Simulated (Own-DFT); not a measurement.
# Response to strain: wurtzite AlN, 72 atoms (Al36N36)

Calculated results; nothing here was measured. They come from Own-DFT, an in-house plane-wave density functional program, since retired, whose code no person has reviewed. Each row is one single-point run on a periodic cell that was not relaxed, without spin or spin-orbit coupling.

Settings of every run: PBE; PseudoDojo norm-conserving scalar-relativistic files; cutoff 42 hartree; 3 x 3 x 2 k mesh centred on Gamma; Fermi-Dirac smearing of 0.1 eV.

Known limits: forces on such cells moved up to 12 meV/angstrom on a denser k mesh; stress not checked against mesh or cutoff.

Unstrained cell vectors in Å: (9.336, 0.000, 0.000); (-4.668, 8.085, 0.000); (0.000, 0.000, 9.964). The unstrained cell has measured lattice constants (interpolated for alloys), not those of this functional. That, the random moves and any unrelaxed bonds set the pressure at no strain. Each run strains this cell uniformly, with the atoms carried along. Every atom was also moved at random, by a Gaussian of width 0.05 Å on each axis. Strain is the symmetric tensor, in per cent. Stress is positive in tension, and the pressure is minus a third of its trace.

```
run,e_xx (%),e_yy (%),e_zz (%),e_yz (%),e_xz (%),e_xy (%),s_xx (GPa),s_yy (GPa),s_zz (GPa),s_yz (GPa),s_xz (GPa),s_xy (GPa),P (GPa),E (meV/atom)
1,-0.19,0.46,0.53,-0.47,-0.35,-0.98,-7.10,-4.35,-1.58,-1.23,-1.49,-2.93,4.34,9.5
2,0.43,-1.65,1.83,-1.50,-1.96,-1.77,-6.56,-11.86,2.28,-4.55,-5.34,-7.04,5.38,34.8
3,-0.82,0.85,-0.43,0.15,-0.63,-1.96,-8.65,-5.11,-8.63,-0.30,-1.65,-8.55,7.46,35.4
4,-0.11,1.23,1.19,-1.51,1.73,1.90,-3.03,-0.72,-0.34,-3.59,4.04,5.50,1.36,19.4
5,1.03,-1.38,-1.11,-0.79,-0.62,1.13,-5.13,-11.61,-10.92,-1.93,-1.46,3.55,9.22,33.4
6,1.98,-0.36,1.59,1.82,-1.62,0.01,3.80,-3.98,2.37,4.21,-4.26,0.29,-0.73,9.6
7,0.30,0.36,-0.76,0.42,-1.31,-0.61,-5.53,-3.34,-10.04,0.47,-2.78,-3.02,6.30,18.3
8,-1.05,-0.52,0.24,-1.74,1.73,1.97,-14.21,-9.62,-4.58,-4.14,3.56,8.45,9.47,44.6
9,-1.28,-0.13,0.24,0.59,-0.89,0.04,-12.98,-7.56,-4.27,1.63,-2.25,-1.46,8.27,14.8
10,1.74,-1.68,-1.03,-0.17,-1.97,-1.15,0.92,-13.60,-12.59,-1.11,-4.84,-3.99,8.43,40.6
11,1.14,0.34,1.59,-0.36,1.99,0.61,1.73,-2.42,2.57,-0.90,4.04,1.23,-0.63,0.0
12,-0.90,-1.05,0.05,1.37,-1.39,-1.75,-10.30,-13.69,-6.46,4.04,-3.68,-6.47,10.15,28.5
13,-1.81,-0.12,-1.11,-0.49,-0.20,-0.81,-14.60,-10.86,-11.50,-1.12,-0.75,-2.91,12.32,18.5
14,-0.52,-0.76,1.15,0.81,0.83,1.64,-8.64,-8.67,-1.33,2.22,3.29,5.40,6.21,16.1
15,1.81,1.65,-1.73,0.15,-0.41,1.24,4.15,2.48,-13.90,0.70,-1.17,3.40,2.43,16.8
16,-1.22,-0.11,-0.03,-1.87,1.75,-0.30,-12.58,-6.76,-6.52,-5.08,4.76,-2.17,8.62,16.0
17,-0.22,-0.64,1.03,-0.95,-1.64,-1.43,-10.11,-8.25,-0.18,-2.89,-5.47,-5.48,6.18,26.2
18,0.82,0.10,-1.93,-1.94,1.92,1.90,?,?,?,?,?,?,?,?
```

E is the free energy for each atom above the lowest run shown.

## Worked fit

Each stress component was fitted by least squares to a constant and the strains of the runs shown, as fractions, with shears doubled. Shear strains stay in the fit of a normal stress only where such slopes are resolved. The slopes, in GPa:

```
stress  at no strain  per e_xx  per e_yy  per e_zz  scatter
  s_xx          -6.2  494 ± 30  161 ± 37   43 ± 32     1.41
  s_yy          -6.3  127 ± 22  456 ± 27   80 ± 24     1.03
  s_zz          -5.9    6 ± 17   36 ± 21  505 ± 19     0.80
```

Each shear stress against twice its own strain: yz 134 ± 5, xz 130 ± 11, xy 184 ± 13 GPa. These are stiffnesses along x, y and z of the frame in which the cell vectors are given, which need not be the crystal's axes. The atoms are held to the strained lattice; where symmetry lets them move under strain, relaxing them would lower some slopes. The table should be nearly symmetric about its diagonal, and what it lacks of that shows the noise. A ninth of its sum, 212 ± 4 GPa, estimates the bulk modulus near the mean pressure of these runs, 6.2 GPa, so it lies above the value at zero pressure.

## Withheld run

Question: what normal stresses and pressure should run 18 give?

The fit gives s_xx = -2.9, s_yy = -6.3, s_zz = -15.6 and P = 8.3 GPa. The calculation gave -3.85, -5.67, -16.64 and P = 8.72 GPa.
